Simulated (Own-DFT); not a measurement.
# Shaking the atoms of grey tin, 64 atoms (Sn64)

All numbers below are calculated, not measured. The program, named Own-DFT, is a retired in-house plane-wave density functional code that no person has reviewed. Each row is one single-point run on a periodic cell that was not relaxed, without spin or spin-orbit coupling.

Settings of every run: PBE; PseudoDojo norm-conserving scalar-relativistic files; cutoff 42 hartree; 3 x 3 x 3 k mesh centred on Gamma; cold (Marzari-Vanderbilt) smearing of 0.2 eV.

Known limits: forces on such cells moved up to 12 meV/angstrom on a denser k mesh; stress not checked against mesh or cutoff.

Cell vectors in Å: (12.978, 0.000, 0.000); (0.000, 12.978, 0.000); (0.000, 0.000, 12.978). In each run every atom was moved at random and independently from its ideal site; u is the rms move along one axis. E is the free energy for each atom above the fitted value at u = 0, and F the rms of the force components.

```
run,u (Å),E (meV/atom),F (eV/Å),largest force (eV/Å),P (GPa)
1,0.0185,4.2,0.189,0.66,3.37
2,0.0199,5.8,0.228,0.71,3.38
3,0.0497,31.3,0.527,1.97,3.61
4,0.0502,30.9,0.542,1.97,3.61
5,0.0915,?,?,?,?
6,0.0977,135.5,1.172,4.11,4.63
7,0.1107,172.9,1.405,5.10,5.00
8,0.1459,271.2,1.907,11.19,5.93
```

## Worked fit

For small independent moves the energy grows as E = (3/2) K u², with K the mean stiffness felt by one atom. The runs with u up to 0.11 Å give K = 8.8 ± 0.4 eV/Å², with residuals divided by u² + 0.0006 Å², since the noise grows with the moves. The scatter is 2.6 meV/atom at u = 0.05 Å. The forces follow F = G u with G = 11.0 eV/Å²; no force at u = 0 is resolved. G exceeds K because the moves of its neighbours add to the force on an atom, and stiffness differs between atoms. At u = 0.146 Å the parabola gives 282 meV/atom and the run 271. The pressure follows P = 3.30 + 138 u² GPa: at fixed volume, shortened bonds push harder than stretched ones pull.

## Withheld run

Question: what energy and rms force should run 5 give?

The fit gives 111 ± 9 meV/atom and about 1.01 eV/Å. The calculation gave 110.7 meV/atom and 1.155 eV/Å.
